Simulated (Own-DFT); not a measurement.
# Two functionals across a range of volumes: L1_0 TiAl, 32 atoms (Al16Ti16)

Source: density functional calculations with Own-DFT, an unreviewed in-house program that is no longer used. Nothing was measured or relaxed, and spin and spin-orbit coupling are left out.

Limits: forces on such cells failed a check on a denser k mesh; stress not checked against mesh or cutoff.

Each geometry was run with PBE and with PBEsol, otherwise alike: PseudoDojo norm-conserving scalar-relativistic files made for PBE; cutoff 42 hartree; 4 x 4 x 4 k mesh centred on Gamma; cold (Marzari-Vanderbilt) smearing of 0.2 eV. Unstrained cell vectors in Å: (5.621, 5.622, 0.000); (-5.622, 5.621, 0.000); (0.000, 0.000, 8.133). Each has a uniform strain, of which the change of volume is shown, and random moves of rms u per axis.

| run | volume change (%) | u (Å) | P with PBE (GPa) | P with PBEsol (GPa) |
|---|---|---|---|---|
| 1 | -2.38 | 0.0503 | 5.00 | 2.05 |
| 2 | -2.74 | 0.0514 | 5.50 | 2.53 |
| 3 | -0.96 | 0.0548 | 3.39 | 0.51 |
| 4 | -1.47 | 0.0503 | 3.64 | 0.73 |
| 5 | -0.61 | 0.0448 | 2.53 | -0.34 |
| 6 | -0.18 | 0.0424 | 1.86 | -0.99 |
| 7 | 0.13 | 0.0516 | 1.77 | -1.07 |
| 8 | -0.16 | 0.0531 | 2.27 | -0.58 |
| 9 | 1.91 | 0.0478 | -0.43 | -3.19 |
| 10 | 1.58 | 0.0494 | 0.06 | -2.72 |
| 11 | -1.31 | 0.0546 | 3.63 | 0.72 |
| 12 | 0.26 | 0.0470 | 1.63 | ? |

Q: by how much does PBEsol shrink this cell, and what belongs in the blank?

## Worked answer

Write v for the change of volume as a fraction. Fitted to v and u², the PBE pressure has a slope of -124 ± 2 GPa in v, with the ions held to the strained lattice. The difference PBEsol less PBE is -2.85 + 4.4 v GPa (slope ± 0.1) and averages -2.87 GPa. Divided by the mean slope of the two, 121 GPa, that makes PBEsol's volume at a given pressure, near 1 GPa, about 2.4 % smaller, or 0.79 % in lengths. At one volume PBEsol's slope is the smaller by 4 GPa, but its pressure there is lower too. If stiffness rises by about 4 GPa for each GPa, PBEsol at equal pressure is stiffer by about 7 GPa. Files made for PBEsol would give a different shift.

For run 12 the line gives -1.20 GPa. DFT gave -1.21 GPa.
